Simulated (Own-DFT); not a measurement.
Si$_{2}$SnGe$_{5}$ (diamond-structure random alloy, strained, atoms displaced) (calculated)

Computed with Own-DFT development build. A calculation, not a measurement: plane-wave density functional theory by an unreviewed code, no spin, of a simulated periodic cell, stress positive in tension, run twice, with PBE and with PBEsol, both on files made for PBE, so the change isn't that of files made for PBEsol, forces on such cells moved up to 12 meV/angstrom on a denser k mesh; the far tail of each file's local potential was reset to the Coulomb form; each entry is a single point on an unrelaxed cell, so the pressure reflects the starting lattice, mostly measured values (interpolated for alloys), from which strain is counted, and rises with the displacements; printed positions are rounded, which can move forces by about a meV/angstrom; the program, named Own-DFT, is a retired in-house code; no spin-orbit coupling; stress was not checked against mesh or cutoff.

### Si$_{2}$SnGe$_{5}$ (diamond-structure random alloy, strained, atoms displaced)

```
CELL_PARAMETERS angstrom
11.63850 0.00000 0.00000
0.00000 11.63850 0.00000
0.00000 0.00000 11.41030
ATOMIC_POSITIONS crystal
Si 0.99793 0.00328 0.00332
Si 0.00566 0.25067 0.25083
Si 0.25371 0.99678 0.24638
Sn 0.24239 0.24378 0.00359
Ge 0.11859 0.13032 0.12257
Ge 0.12113 0.37511 0.37714
Ge 0.36909 0.12573 0.37669
Si 0.37897 0.36439 0.12283
Sn 0.00480 0.00314 0.50559
Ge 0.99472 0.25270 0.74818
Ge 0.24660 0.99679 0.75863
Ge 0.25600 0.24821 0.50122
Ge 0.12742 0.12441 0.62565
Ge 0.12069 0.37800 0.87574
Si 0.37809 0.11477 0.87447
Ge 0.37253 0.37936 0.62848
Ge 0.00131 0.50309 0.99545
Sn 0.99138 0.74707 0.25617
Si 0.24606 0.50357 0.25738
Ge 0.25258 0.74901 0.99869
Ge 0.12754 0.62506 0.12968
Ge 0.13339 0.87372 0.37385
Ge 0.37213 0.62402 0.38034
Ge 0.37425 0.87881 0.12114
Ge 0.00327 0.49603 0.50375
Si 0.00628 0.75130 0.74368
Sn 0.25365 0.49683 0.75080
Sn 0.24574 0.74474 0.49958
Ge 0.12611 0.62371 0.61673
Ge 0.12147 0.87461 0.87439
Ge 0.37629 0.62538 0.87525
Ge 0.37711 0.87919 0.62626
Ge 0.49953 0.99956 0.99876
Ge 0.50667 0.25960 0.25481
Si 0.75215 0.99766 0.25175
Ge 0.75202 0.24734 0.99463
Ge 0.62292 0.12826 0.12719
Si 0.62029 0.37171 0.37684
Si 0.86767 0.12023 0.37105
Ge 0.87949 0.37320 0.11732
Ge 0.49693 0.99798 0.49061
Si 0.49841 0.24360 0.74377
Sn 0.75491 0.00365 0.75561
Si 0.75087 0.24702 0.50114
Ge 0.61498 0.12952 0.62475
Ge 0.62166 0.36983 0.88034
Ge 0.87325 0.12419 0.87822
Ge 0.87294 0.37755 0.61563
Si 0.50099 0.49655 0.99912
Ge 0.50157 0.74629 0.25383
Si 0.75123 0.50574 0.25481
Ge 0.74663 0.74927 0.00655
Si 0.62451 0.63735 0.11830
Ge 0.62668 0.86966 0.37590
Ge 0.88389 0.62906 0.37328
Sn 0.86919 0.86783 0.13109
Ge 0.49635 0.50151 0.49963
Si 0.49586 0.74644 0.74719
Ge 0.74400 0.50572 0.74974
Ge 0.74144 0.74371 0.49771
Sn 0.62350 0.63482 0.62290
Ge 0.62619 0.87643 0.87785
Ge 0.87785 0.62981 0.88531
Ge 0.87662 0.87534 0.62652
```

- functional: PBE, then PBEsol
- potential files: PseudoDojo norm-conserving, scalar-relativistic, standard set
- wave cutoff: 49 hartree
- occupations: Fermi-Dirac
- smearing width: 0.1 eV
- k mesh: 3 x 3 x 3 centred on Gamma
- PBE pressure: 2.05 GPa
- PBE stress xx: -1.7 GPa
- PBE stress yy: -1.57 GPa
- PBE stress zz: -2.88 GPa
- PBE stress yz: 0.19 GPa
- PBE stress xz: 0.69 GPa
- PBE stress xy: -0.42 GPa
- PBEsol pressure: -0.4 GPa
- PBEsol stress xx: 0.75 GPa
- PBEsol stress yy: 0.88 GPa
- PBEsol stress zz: -0.43 GPa
- PBEsol stress yz: 0.18 GPa
- PBEsol stress xz: 0.66 GPa
- PBEsol stress xy: -0.4 GPa
- rms change of force components from PBE to PBEsol: 0.052 eV/Å

Force:
```csv
force element,PBE force x (eV/Å),PBE force y (eV/Å),PBE force z (eV/Å),PBEsol force x (eV/Å),PBEsol force y (eV/Å),PBEsol force z (eV/Å)
Si,0.213,-0.037,-0.503,0.214,-0.028,-0.496
Si,-1.383,-0.203,0.106,-1.319,-0.173,0.074
Si,-0.65,0.6,-0.038,-0.634,0.582,-0.035
Sn,1.905,0.742,-1.594,1.768,0.709,-1.541
Ge,-1.079,-2.442,2.157,-1.006,-2.333,2.056
Ge,0.786,-0.275,-0.328,0.757,-0.247,-0.257
Ge,0.598,-0.255,-1.131,0.607,-0.222,-1.048
Si,0.237,2.115,0.999,0.223,2.01,0.989
Sn,-0.787,-0.42,-1.632,-0.728,-0.443,-1.54
Ge,0.25,-0.082,-0.006,0.248,-0.077,-0.001
Ge,0.639,0.404,-0.613,0.588,0.357,-0.622
Ge,-0.811,0.561,0.349,-0.785,0.536,0.342
Ge,1.193,1.486,1.578,1.151,1.43,1.526
Ge,-1.064,-0.453,-0.249,-1.038,-0.432,-0.24
Si,0.147,0.612,-0.757,0.114,0.559,-0.717
Ge,1.953,-2.074,-1.452,1.863,-1.977,-1.436
Ge,0.26,-0.082,0.879,0.241,-0.088,0.848
Sn,4.206,0.505,-0.276,4.086,0.479,-0.263
Si,0.737,-0.891,-0.786,0.697,-0.846,-0.739
Ge,-0.381,0.174,0.24,-0.366,0.172,0.232
Ge,0.517,-0.735,-0.657,0.465,-0.684,-0.664
Ge,-0.238,1.416,-1.23,-0.26,1.333,-1.153
Ge,0.92,-1.204,-1.63,0.916,-1.137,-1.537
Ge,0.187,-0.424,0.583,0.21,-0.435,0.527
Ge,-0.509,0.488,-0.612,-0.483,0.472,-0.594
Si,-0.712,-0.302,0.471,-0.695,-0.291,0.461
Sn,-1.355,1.06,0.508,-1.313,1.027,0.482
Sn,1.362,1.565,0.318,1.322,1.509,0.297
Ge,-1.907,-0.827,1.892,-1.822,-0.834,1.799
Ge,-0.36,-0.179,0.443,-0.28,-0.161,0.414
Ge,1.226,0.45,0.704,1.126,0.432,0.676
Ge,0.108,-0.075,0.677,0.074,-0.048,0.627
Ge,0.233,0.22,0.197,0.256,0.173,0.222
Ge,-0.994,-0.978,-0.499,-0.97,-1.015,-0.505
Si,-1.491,1.146,0.723,-1.505,1.07,0.67
Ge,-0.258,0.187,0.891,-0.246,0.182,0.853
Ge,0.5,-0.429,0.182,0.461,-0.39,0.148
Si,1.508,1.098,0.673,1.412,1.072,0.658
Si,0.219,1.198,-0.174,0.26,1.158,-0.141
Ge,-0.291,0.313,1.102,-0.273,0.307,1.008
Ge,0.242,0.173,0.626,0.225,0.164,0.619
Si,-0.844,0.701,1.228,-0.796,0.711,1.17
Sn,-1.307,-0.408,-1.24,-1.265,-0.401,-1.19
Si,-0.599,0.063,-0.819,-0.586,0.062,-0.732
Ge,0.697,-0.229,-1.029,0.688,-0.274,-1.005
Ge,-0.237,0.207,-1.034,-0.171,0.191,-1.005
Ge,1.958,1.087,0.953,1.852,1.088,0.893
Ge,-0.648,-0.278,0.908,-0.579,-0.237,0.907
Si,-0.154,0.36,0.741,-0.145,0.35,0.665
Ge,-0.399,0.225,-0.718,-0.403,0.253,-0.654
Si,-0.453,-0.38,-0.713,-0.39,-0.357,-0.695
Ge,-0.816,-0.41,-1.781,-0.742,-0.356,-1.755
Si,-0.511,-2.229,1.119,-0.491,-2.114,1.096
Ge,0.083,0.811,-0.54,0.047,0.745,-0.496
Ge,-3.075,-3.277,2.827,-2.96,-3.149,2.759
Sn,-0.481,2.879,-1.89,-0.473,2.714,-1.847
Ge,0.002,-1.17,-0.555,-0.042,-1.097,-0.513
Si,-0.705,1.79,1.455,-0.7,1.757,1.426
Ge,1.222,-1.169,1.08,1.185,-1.134,1.043
Ge,3.023,1.938,-1.445,2.919,1.887,-1.41
Sn,-1.195,-1.646,0.887,-1.113,-1.641,0.811
Ge,-1.071,-1.332,0.101,-1.008,-1.258,0.13
Ge,-0.156,0.219,-1.53,-0.169,0.185,-1.447
Ge,-0.21,-1.898,-0.137,-0.218,-1.799,-0.148
```
